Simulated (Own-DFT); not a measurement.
# Computed records: SiC (4H silicon carbide, atoms displaced)

All values are calculated (Own-DFT development build). A calculation, not a measurement: plane-wave PBE density functional theory by an unreviewed code, no spin, of a simulated periodic cell, stress positive in tension, free energy of the whole cell less one offset for each atom, forces on such cells passed a denser k mesh, this cell's mesh not checked; offsets are fitted by least squares, one for each functional and potential file, so energies compare only between cells with the same atoms and settings and are not formation energies; the far tail of each file's local potential was reset to the Coulomb form; each entry is a single point on an unrelaxed cell, so the pressure reflects the starting lattice, mostly measured values (interpolated for alloys), from which strain is counted, and rises with the displacements; printed positions are rounded, which can move forces by about a meV/angstrom; the program, named Own-DFT, is a retired in-house code; no spin-orbit coupling.

Settings shared by all entries: functional PBE; potential files PseudoDojo norm-conserving, scalar-relativistic, standard set; wave cutoff 42 hartree; occupations Fermi-Dirac; smearing width 0.1 eV; hardware one NVIDIA H100; k mesh 5 x 5 x 3 centred on Gamma.

(1) SiC (4H silicon carbide, atoms displaced)

```
cell vectors (Å)
   6.1654     0.0000     0.0000
  -3.0827     5.3394     0.0000
   0.0000     0.0000    10.0681
atoms (fractions of the cell vectors)
Si  0.99403  0.99695  0.40198
Si  0.16511  0.33869  0.15899
C   0.00059  0.01779  0.08407
C   0.17486  0.34470  0.34695
Si  0.00487  0.49815  0.40570
Si  0.16210  0.83084  0.16859
C   0.98421  0.50088  0.08980
C   0.18087  0.83803  0.34285
Si  0.51735  0.01416  0.39913
Si  0.68574  0.34978  0.16624
C   0.49131  0.00049  0.09666
C   0.66388  0.33863  0.34166
Si  0.49744  0.48753  0.41228
Si  0.67488  0.82146  0.15345
C   0.50675  0.51118  0.08578
C   0.67785  0.84185  0.34804
Si  0.00509  0.03429  0.91152
Si  0.83453  0.67970  0.65240
C   0.99835  0.99369  0.59132
C   0.82731  0.67391  0.83920
Si  0.99504  0.49522  0.89710
Si  0.82506  0.15556  0.65340
C   0.99413  0.50472  0.59654
C   0.82883  0.14363  0.84858
Si  0.51928  0.01112  0.90530
Si  0.33826  0.66942  0.65377
C   0.50864  0.00502  0.59610
C   0.34658  0.68019  0.84276
Si  0.51134  0.50311  0.90116
Si  0.33937  0.16805  0.65549
C   0.50506  0.49461  0.58886
C   0.32777  0.16466  0.83842
```

| Property | Result |
| --- | --- |
| free energy of cell above offsets | -1.952 eV |
| pressure | 5.87 GPa |
| stress xx | -6.82 GPa |
| stress yy | -2.95 GPa |
| stress zz | -7.85 GPa |
| stress yz | 0.43 GPa |
| stress xz | -0.03 GPa |
| stress xy | -1.15 GPa |
| wall time | 120.5 s |

Force:
```csv
element,x (eV/Å),y (eV/Å),z (eV/Å)
Si,1.969,0.946,1.183
Si,0.303,0.872,-1.407
C,1.021,-1.032,4.326
C,0.037,-1.55,-0.595
Si,-0.885,1.06,1.124
Si,0.392,0.96,-4.942
C,2.526,1.015,0.466
C,-1.159,-0.245,2.255
Si,-0.484,-1.3,1.345
Si,-2.8,-2.446,-3.652
C,1.239,0.378,0.375
C,1.449,0.564,1.67
Si,-0.426,2.16,-1.475
Si,-2.233,2.591,0.004
C,0.127,-1.964,1.667
C,-0.655,-1.928,-1.455
Si,4.996,-4.37,-1.44
Si,0.505,-1.713,1.127
C,0.112,2.001,-0.797
C,1.83,0.504,0.242
Si,-0.126,1.61,0.662
Si,1.475,1.553,0.814
C,1.207,-0.699,-0.595
C,-2.62,4.663,-3.351
Si,-3.626,-1.663,1.727
Si,-0.337,-0.439,0.363
C,-1.052,-0.76,-1.806
C,-0.575,-1.508,-0.205
Si,-1.423,-0.207,-0.055
Si,-0.691,-0.456,-0.04
C,-0.992,0.476,1.41
C,0.894,0.929,1.058
```

(2) SiC (4H silicon carbide, atoms displaced)

```
cell vectors (Å)
   6.1654     0.0000     0.0000
  -3.0827     5.3394     0.0000
   0.0000     0.0000    10.0681
atoms (fractions of the cell vectors)
Si  0.98328  0.99663  0.40206
Si  0.16499  0.31938  0.16882
C   0.00687  0.01802  0.08700
C   0.17611  0.33243  0.35749
Si  0.01616  0.51388  0.40524
Si  0.16400  0.83957  0.15749
C   0.00741  0.50197  0.08997
C   0.17396  0.83125  0.34245
Si  0.49309  0.99221  0.40262
Si  0.64031  0.32376  0.15218
C   0.50769  0.00802  0.09974
C   0.67681  0.33288  0.34015
Si  0.52462  0.50185  0.40475
Si  0.65503  0.83684  0.16568
C   0.49401  0.49614  0.08996
C   0.66848  0.82871  0.33834
Si  0.99715  0.98873  0.90257
Si  0.84013  0.66356  0.65808
C   0.01049  0.99912  0.58125
C   0.85808  0.67766  0.83495
Si  0.00979  0.51307  0.90223
Si  0.83111  0.17290  0.65414
C   0.00817  0.51032  0.59295
C   0.84317  0.16011  0.84007
Si  0.50016  0.98667  0.91310
Si  0.34569  0.67734  0.65365
C   0.49368  0.99346  0.60020
C   0.34308  0.67558  0.84685
Si  0.51477  0.50425  0.90872
Si  0.31956  0.14754  0.64844
C   0.50192  0.50107  0.60327
C   0.35010  0.18850  0.85264
```

| Quantity | Value |
| --- | --- |
| free energy of cell above offsets | -1.999 eV |
| pressure | 5.4 GPa |
| stress xx | -2.81 GPa |
| stress yy | -6.73 GPa |
| stress zz | -6.66 GPa |
| stress yz | -1.24 GPa |
| stress xz | -1.41 GPa |
| stress xy | 0.97 GPa |
| wall time | 128.6 s |

Force:
```csv
element,x (eV/Å),y (eV/Å),z (eV/Å)
Si,2.836,0.437,0.435
Si,-1.228,2.466,-2.265
C,-0.406,-2.877,1.927
C,0.041,0.364,-1.77
Si,-0.347,-1.775,0.296
Si,0.131,-1.138,-1.375
C,-1.153,-0.074,1.186
C,-1.757,0.865,-0.321
Si,0.881,1.243,1.184
Si,3.357,2.558,0.378
C,-1.063,-1.817,-0.674
C,0.167,-0.387,0.535
Si,-1.717,-0.734,1.788
Si,1.966,-0.539,-4.075
C,-0.436,1.277,1.904
C,-1.016,-0.102,2.588
Si,0.998,3.199,0.309
Si,-0.96,0.784,-1.846
C,-2.681,-1.071,1.741
C,-1.425,-1.065,2.144
Si,1.54,-2.166,0.947
Si,1.344,-0.479,0.152
C,0.328,-0.813,-0.263
C,-1.39,0.769,0.45
Si,-0.152,2.948,-1.064
Si,-0.238,-2.008,1.772
C,1.007,1.463,-2.764
C,0.536,-1.199,-0.896
Si,-0.996,1.075,-1.062
Si,0.642,2.928,2.525
C,1.034,-0.426,-2.073
C,0.158,-3.706,-1.814
```

(3) SiC (4H silicon carbide, atoms displaced)

```
cell vectors (Å)
   6.1654     0.0000     0.0000
  -3.0827     5.3394     0.0000
   0.0000     0.0000    10.0681
atoms (fractions of the cell vectors)
Si  0.00434  0.98906  0.40648
Si  0.17266  0.34305  0.15733
C   0.00505  0.00575  0.09709
C   0.15083  0.31665  0.34213
Si  0.99633  0.49064  0.41016
Si  0.16386  0.83270  0.16288
C   0.00892  0.51568  0.10454
C   0.16758  0.81386  0.35451
Si  0.48200  0.99127  0.40882
Si  0.65455  0.34004  0.15433
C   0.50172  0.00217  0.08730
C   0.65360  0.33929  0.35166
Si  0.49074  0.49125  0.41187
Si  0.66952  0.83942  0.14571
C   0.50709  0.50024  0.10069
C   0.69419  0.84281  0.34565
Si  0.00132  0.99895  0.90422
Si  0.83744  0.66680  0.65053
C   0.01204  0.99519  0.58930
C   0.84660  0.67292  0.84178
Si  0.01645  0.52053  0.90316
Si  0.82048  0.15625  0.66194
C   0.98777  0.47850  0.59419
C   0.83015  0.16655  0.84922
Si  0.48324  0.00573  0.92162
Si  0.34429  0.66004  0.65125
C   0.50738  0.00594  0.59481
C   0.34292  0.67219  0.83614
Si  0.50613  0.50712  0.90175
Si  0.32951  0.17895  0.65599
C   0.49555  0.49073  0.59337
C   0.31677  0.16667  0.84729
```

| Item | Value |
| --- | --- |
| free energy of cell above offsets | -2.278 eV |
| pressure | 5.63 GPa |
| stress xx | -5.23 GPa |
| stress yy | -5.19 GPa |
| stress zz | -6.46 GPa |
| stress yz | 0.33 GPa |
| stress xz | -1.47 GPa |
| stress xy | -0.02 GPa |
| wall time | 124.7 s |

Force:
```csv
element,x (eV/Å),y (eV/Å),z (eV/Å)
Si,0.204,0.934,0.083
Si,-0.468,-0.777,0.23
C,0.242,0.054,-1.01
C,1.143,1.238,0.811
Si,-0.672,-1.75,-0.282
Si,0.207,0.994,0.327
C,-0.483,-1.579,-2.23
C,-1.215,0.841,-1.875
Si,3.726,1.704,0.223
Si,3.455,-0.908,2.212
C,-0.831,0.107,5.243
C,1.616,-1.812,-1.641
Si,-0.808,1.565,-1.969
Si,0.849,-0.006,2.821
C,-2.547,1.524,-2.847
C,-4.092,-1.931,-0.857
Si,-1.814,0.435,1.217
Si,0.758,-0.434,0.627
C,-1.833,0.164,1.072
C,-1.283,-0.417,-0.364
Si,0.42,-2.253,0.851
Si,1.496,0.217,-0.246
C,0.849,1.575,0.389
C,-0.641,0.378,0.45
Si,1.632,-0.004,-6.851
Si,-2.65,1.223,0.388
C,-1.49,-1.367,0.05
C,-0.227,0.575,1.757
Si,-0.064,-0.36,0.858
Si,1.718,-2.791,1.026
C,0.712,1.595,0.277
C,2.093,1.265,-0.741
```

(4) SiC (4H silicon carbide, atoms displaced)

```
cell vectors (Å)
   6.1654     0.0000     0.0000
  -3.0827     5.3394     0.0000
   0.0000     0.0000    10.0681
atoms (fractions of the cell vectors)
Si  0.99712  0.98781  0.40250
Si  0.17755  0.34693  0.15400
C   0.00301  0.00343  0.09797
C   0.18817  0.35386  0.35159
Si  0.01137  0.50112  0.40151
Si  0.15965  0.81305  0.15089
C   0.99581  0.49296  0.08320
C   0.17561  0.83976  0.33915
Si  0.51486  0.00788  0.40763
Si  0.67201  0.33243  0.15724
C   0.48980  0.99112  0.08458
C   0.65913  0.32948  0.33963
Si  0.51057  0.50318  0.40723
Si  0.66595  0.81054  0.15851
C   0.50809  0.49869  0.08892
C   0.66951  0.83468  0.34316
Si  0.00956  0.00614  0.90356
Si  0.82124  0.68296  0.65119
C   0.00359  0.97951  0.58950
C   0.83366  0.65719  0.83316
Si  0.01106  0.52538  0.90024
Si  0.81807  0.13719  0.65629
C   0.98354  0.48593  0.59829
C   0.84277  0.18105  0.85076
Si  0.49809  0.00375  0.90048
Si  0.34809  0.66906  0.65002
C   0.50487  0.00255  0.59265
C   0.34187  0.66813  0.84078
Si  0.49551  0.49502  0.89636
Si  0.31587  0.15592  0.65125
C   0.48856  0.47833  0.58599
C   0.34797  0.15835  0.83583
```

| Quantity | Value |
| --- | --- |
| free energy of cell above offsets | -2.241 eV |
| pressure | 4.76 GPa |
| stress xx | -4.79 GPa |
| stress yy | -4.05 GPa |
| stress zz | -5.45 GPa |
| stress yz | 0.9 GPa |
| stress xz | -0.91 GPa |
| stress xy | 0.15 GPa |
| wall time | 115.9 s |

Force:
```csv
element,x (eV/Å),y (eV/Å),z (eV/Å)
Si,0.787,1.836,-0.634
Si,0.267,-1.537,0.435
C,0.441,-0.626,-0.722
C,-0.697,-2.465,-2.169
Si,-1.563,0.497,2.036
Si,-0.105,2.664,0.285
C,0.186,0.276,1.403
C,0.386,-0.916,0.534
Si,-1.261,-0.768,-0.986
Si,-0.675,-1.706,-1.753
C,0.961,-0.021,1.667
C,1.834,0.821,0.517
Si,-0.196,-0.052,-0.89
Si,-1.125,3.098,-1.706
C,-0.199,-0.962,-0.422
C,0.347,-0.297,0.482
Si,-0.853,-0.521,0.835
Si,2.817,-5.704,0.651
C,-2.38,2.542,-1.197
C,-2.007,2.321,1.216
Si,1.045,-2.585,-0.679
Si,0.923,3.968,0.929
C,0.962,0.792,-1.328
C,0.469,-1.282,-1.601
Si,3.116,-0.885,1.296
Si,-2.85,-1.722,0.164
C,-0.837,-1.201,-0.605
C,-0.203,0.491,-0.741
Si,1.363,0.258,1.142
Si,2.645,0.349,0.599
C,-0.077,2.061,1.417
C,-3.521,1.277,-0.174
```

(5) SiC (4H silicon carbide, atoms displaced)

```
cell vectors (Å)
   6.1654     0.0000     0.0000
  -3.0827     5.3394     0.0000
   0.0000     0.0000    10.0681
atoms (fractions of the cell vectors)
Si  0.02338  0.01144  0.39980
Si  0.17658  0.32955  0.16269
C   0.00649  0.99640  0.09872
C   0.17605  0.33547  0.34299
Si  0.00862  0.49876  0.41128
Si  0.16964  0.83313  0.15658
C   0.99939  0.51047  0.09803
C   0.15796  0.82376  0.34508
Si  0.50068  0.00682  0.41419
Si  0.67003  0.32657  0.15111
C   0.50647  0.99916  0.10498
C   0.66445  0.34848  0.34383
Si  0.52349  0.52004  0.41126
Si  0.66927  0.83378  0.14930
C   0.50589  0.49775  0.08528
C   0.66075  0.82466  0.35372
Si  0.00225  0.98539  0.90881
Si  0.81628  0.65764  0.65658
C   0.99597  0.98672  0.59201
C   0.83345  0.67180  0.85124
Si  0.00415  0.49041  0.90991
Si  0.81250  0.14189  0.64434
C   0.99553  0.49575  0.59716
C   0.82506  0.15211  0.84172
Si  0.51234  0.02442  0.89391
Si  0.31078  0.66886  0.66194
C   0.50432  0.01723  0.59461
C   0.34173  0.66088  0.85007
Si  0.52461  0.50820  0.89257
Si  0.32216  0.16882  0.65084
C   0.49971  0.48871  0.59382
C   0.31007  0.16129  0.84147
```

| Quantity | Value |
| --- | --- |
| free energy of cell above offsets | -1.738 eV |
| pressure | 5.79 GPa |
| stress xx | -7.11 GPa |
| stress yy | -6.59 GPa |
| stress zz | -3.66 GPa |
| stress yz | 0.64 GPa |
| stress xz | 0.69 GPa |
| stress xy | -2.3 GPa |
| wall time | 114.8 s |

Force:
```csv
element,x (eV/Å),y (eV/Å),z (eV/Å)
Si,-2.265,-1.885,1.058
Si,-0.508,1.149,-2.239
C,-0.589,0.684,-0.809
C,0.202,0.849,1.457
Si,-1.328,-0.235,-1.221
Si,0.563,0.06,0.902
C,1.817,-1.899,-0.848
C,1.692,0.827,0.147
Si,0.015,-0.156,-2.849
Si,-1.061,1.529,1.662
C,-0.789,0.092,-2.735
C,2.304,-1.645,0.197
Si,-1.297,-2.597,-0.367
Si,0.565,-1.344,1.926
C,-0.157,-0.189,0.387
C,0.315,3.943,-1.92
Si,-2.103,1.876,1.065
Si,1.858,0.515,0.371
C,-0.74,0.469,-0.755
C,3.597,-0.916,-2.763
Si,0.049,0.304,-0.085
Si,2.896,2.7,2.556
C,-0.789,-0.805,-0.194
C,1.627,1.521,-0.612
Si,-1.443,-3.196,2.551
Si,2.652,-0.005,-0.031
C,-2.279,-2.82,0.255
C,-1.533,1.464,-1.25
Si,-4.24,-2.489,3.254
Si,0.202,-0.687,1.377
C,-2.273,1.511,0.498
C,3.042,1.373,-0.986
```

(6) SiC (4H silicon carbide, atoms displaced)

```
cell vectors (Å)
   6.1654     0.0000     0.0000
  -3.0827     5.3394     0.0000
   0.0000     0.0000    10.0681
atoms (fractions of the cell vectors)
Si  0.99987  0.96880  0.40090
Si  0.17710  0.33120  0.15823
C   0.97976  0.98359  0.09986
C   0.16236  0.32135  0.33757
Si  0.01398  0.50627  0.40714
Si  0.16024  0.82348  0.14832
C   0.01564  0.51378  0.09046
C   0.16322  0.83496  0.34954
Si  0.51230  0.98814  0.40994
Si  0.66654  0.33431  0.15350
C   0.51020  0.01777  0.08600
C   0.67017  0.33268  0.34284
Si  0.50922  0.52113  0.40511
Si  0.66260  0.83406  0.15137
C   0.50230  0.49107  0.08693
C   0.65643  0.82614  0.33078
Si  0.00512  0.00755  0.90453
Si  0.83112  0.66590  0.66739
C   0.00168  0.99178  0.58812
C   0.83379  0.65723  0.84436
Si  0.97124  0.46612  0.90117
Si  0.79961  0.15575  0.65671
C   0.00846  0.50155  0.59535
C   0.83241  0.15955  0.84853
Si  0.50534  0.01781  0.89834
Si  0.30912  0.64751  0.65450
C   0.48912  0.98936  0.59856
C   0.32246  0.64887  0.84689
Si  0.48154  0.48266  0.91459
Si  0.33390  0.16775  0.65164
C   0.49880  0.51478  0.58856
C   0.32753  0.15077  0.84547
```

| Quantity | Value |
| --- | --- |
| free energy of cell above offsets | -1.122 eV |
| pressure | 6.34 GPa |
| stress xx | -7.72 GPa |
| stress yy | -4.48 GPa |
| stress zz | -6.81 GPa |
| stress yz | -1.24 GPa |
| stress xz | 0.03 GPa |
| stress xy | 1.04 GPa |
| wall time | 129.9 s |

Force:
```csv
element,x (eV/Å),y (eV/Å),z (eV/Å)
Si,-4.252,4.171,1.257
Si,-1.527,-0.353,-0.982
C,2.263,2.112,-2.031
C,0.582,0.632,2.15
Si,-0.9,-1.889,-0.729
Si,0.5,2.392,1.305
C,-0.401,-3.473,-0.445
C,4.866,-2.013,-2.566
Si,-2.527,2.089,-0.971
Si,1.509,0.699,1.064
C,-0.516,-1.914,0.432
C,0,0.219,0.868
Si,0.307,-3.943,-0.746
Si,-1.407,-0.665,-1.106
C,-0.758,0.76,2.757
C,1.27,0.749,1.859
Si,0.06,-2.96,1.347
Si,-0.063,0.266,-3.033
C,-1.517,0.153,1.184
C,-1.534,0.036,1.498
Si,1.84,5.38,1.863
Si,4.744,1.209,-0.255
C,-3.86,-2.307,-0.737
C,-0.592,-1.781,-2.487
Si,0.987,-4.479,1.989
Si,2.98,1.702,2.59
C,-0.803,-0.529,-1.058
C,-0.495,0.742,-0.644
Si,0.739,1.444,-3.586
Si,-1.319,0.457,-0.19
C,1.204,-1.165,1.082
C,-1.381,2.259,-1.679
```

(7) SiC (4H silicon carbide, atoms displaced)

```
cell vectors (Å)
   6.1654     0.0000     0.0000
  -3.0827     5.3394     0.0000
   0.0000     0.0000    10.0681
atoms (fractions of the cell vectors)
Si  0.98889  0.98489  0.40263
Si  0.15706  0.32022  0.16225
C   0.99489  0.99500  0.09187
C   0.17350  0.34067  0.34355
Si  0.98864  0.49983  0.41604
Si  0.17026  0.83807  0.15139
C   0.99648  0.50339  0.09218
C   0.15508  0.84054  0.34202
Si  0.50826  0.00388  0.39963
Si  0.67859  0.35242  0.15883
C   0.50550  0.01161  0.09207
C   0.67412  0.34133  0.33688
Si  0.51178  0.50618  0.40575
Si  0.67989  0.83200  0.16585
C   0.51651  0.51611  0.09550
C   0.66663  0.84414  0.35756
Si  0.00770  0.99931  0.90295
Si  0.82640  0.65588  0.65348
C   0.00834  0.99773  0.59838
C   0.83939  0.66052  0.84807
Si  0.01918  0.50221  0.90861
Si  0.83594  0.18096  0.65356
C   0.00041  0.51453  0.59972
C   0.83131  0.18083  0.83604
Si  0.50664  0.00764  0.90075
Si  0.32483  0.66682  0.66131
C   0.50250  0.98580  0.59062
C   0.33562  0.67172  0.84036
Si  0.50351  0.49762  0.90434
Si  0.33676  0.17363  0.65413
C   0.49775  0.51201  0.59937
C   0.33460  0.17856  0.85014
```

| Quantity | Value |
| --- | --- |
| free energy of cell above offsets | -2.834 eV |
| pressure | 4.84 GPa |
| stress xx | -5.72 GPa |
| stress yy | -3.99 GPa |
| stress zz | -4.8 GPa |
| stress yz | -0.79 GPa |
| stress xz | 1.29 GPa |
| stress xy | -0.34 GPa |
| wall time | 117.6 s |

Force:
```csv
element,x (eV/Å),y (eV/Å),z (eV/Å)
Si,0.692,3.517,2.454
Si,0.457,2.074,-1.534
C,0.579,0.822,0.153
C,-0.72,-0.615,1.695
Si,2.039,0.954,-2.251
Si,0.441,-0.155,0.454
C,1.985,-0.104,0.488
C,2.611,-1.422,-0.366
Si,-3.224,0.481,1.467
Si,-0.354,-1.555,-2.355
C,0.799,-0.363,0.675
C,-0.221,-0.387,2.687
Si,-1.763,-0.741,0.754
Si,-2.349,0.9,-1.445
C,-1.552,-1.569,0.088
C,1.217,-1.916,-2.835
Si,-2.006,-0.289,-0.036
Si,-1.106,2.635,2.443
C,-1.401,0.343,-1.132
C,-0.194,0.54,-0.965
Si,-2.258,-0.239,-0.222
Si,1.011,-2.064,-0.073
C,0.789,-1.762,-1.543
C,1.677,-0.932,1.347
Si,-0.189,0.185,1.21
Si,0.918,0.665,-1.092
C,-1.213,2.45,-0.058
C,1.035,0.199,1.391
Si,0.261,2.046,1.228
Si,0.538,-0.76,0.46
C,0.668,-1.528,-1.477
C,0.836,-1.412,-1.608
```

(8) SiC (4H silicon carbide, atoms displaced)

```
cell vectors (Å)
   6.1654     0.0000     0.0000
  -3.0827     5.3394     0.0000
   0.0000     0.0000    10.0681
atoms (fractions of the cell vectors)
Si  0.99877  0.01071  0.39098
Si  0.15927  0.30880  0.15041
C   0.99814  0.01008  0.09203
C   0.17625  0.34712  0.34215
Si  0.98355  0.48970  0.40996
Si  0.15352  0.82908  0.16478
C   0.01620  0.50017  0.09617
C   0.16617  0.84305  0.34241
Si  0.50041  0.00783  0.40114
Si  0.67189  0.32350  0.15268
C   0.47613  0.98346  0.08869
C   0.69257  0.34654  0.33547
Si  0.51525  0.50972  0.41751
Si  0.66524  0.83481  0.16610
C   0.50161  0.49202  0.09165
C   0.67542  0.85199  0.33834
Si  0.99089  0.99582  0.90904
Si  0.84421  0.67820  0.66240
C   0.00735  0.00275  0.58799
C   0.83482  0.67099  0.84160
Si  0.02414  0.51508  0.90183
Si  0.82227  0.14764  0.66405
C   0.99537  0.50253  0.59667
C   0.82315  0.16348  0.83947
Si  0.49592  0.01023  0.89984
Si  0.33085  0.66320  0.65414
C   0.48395  0.99133  0.59820
C   0.33256  0.68776  0.84266
Si  0.49958  0.50592  0.90995
Si  0.33593  0.17474  0.65053
C   0.47004  0.46273  0.59728
C   0.34453  0.15423  0.85283
```

| Quantity | Value |
| --- | --- |
| free energy of cell above offsets | -0.586 eV |
| pressure | 6.92 GPa |
| stress xx | -5.03 GPa |
| stress yy | -7.25 GPa |
| stress zz | -8.49 GPa |
| stress yz | 0.15 GPa |
| stress xz | -1.03 GPa |
| stress xy | 0.09 GPa |
| wall time | 129.6 s |

Force:
```csv
element,x (eV/Å),y (eV/Å),z (eV/Å)
Si,1.347,0.878,2.905
Si,0.449,5.414,1.9
C,-0.247,-4.353,0.146
C,0.38,-0.242,0.132
Si,3.471,2.447,0.327
Si,1.115,-0.186,-2.689
C,-1.481,-0.463,-1.208
C,0.118,-0.778,1.258
Si,-0.196,0.175,1.015
Si,-0.41,0.289,-1.461
C,1.71,1.067,1.27
C,-3.801,-1.688,1.252
Si,-0.892,-0.729,-2.939
Si,-1.184,-1.031,-4.741
C,0.146,0.691,1.306
C,-0.63,-1.637,3.314
Si,0.814,0.654,-1.006
Si,-0.414,-0.892,-1.714
C,-1.637,-0.566,0.123
C,-0.096,-0.285,1.622
Si,-2.99,-1.818,1.411
Si,0.038,1.475,-3.127
C,0.03,-1.277,-0.071
C,1.658,0.95,2.44
Si,3.859,-2.021,3.012
Si,-0.852,-0.598,0.328
C,1.829,0.574,-1.945
C,2.953,-1.72,-1.142
Si,0.464,-0.515,-0.936
Si,0.032,-6.33,3.58
C,1.145,8.463,-1.363
C,-6.73,4.05,-2.996
```
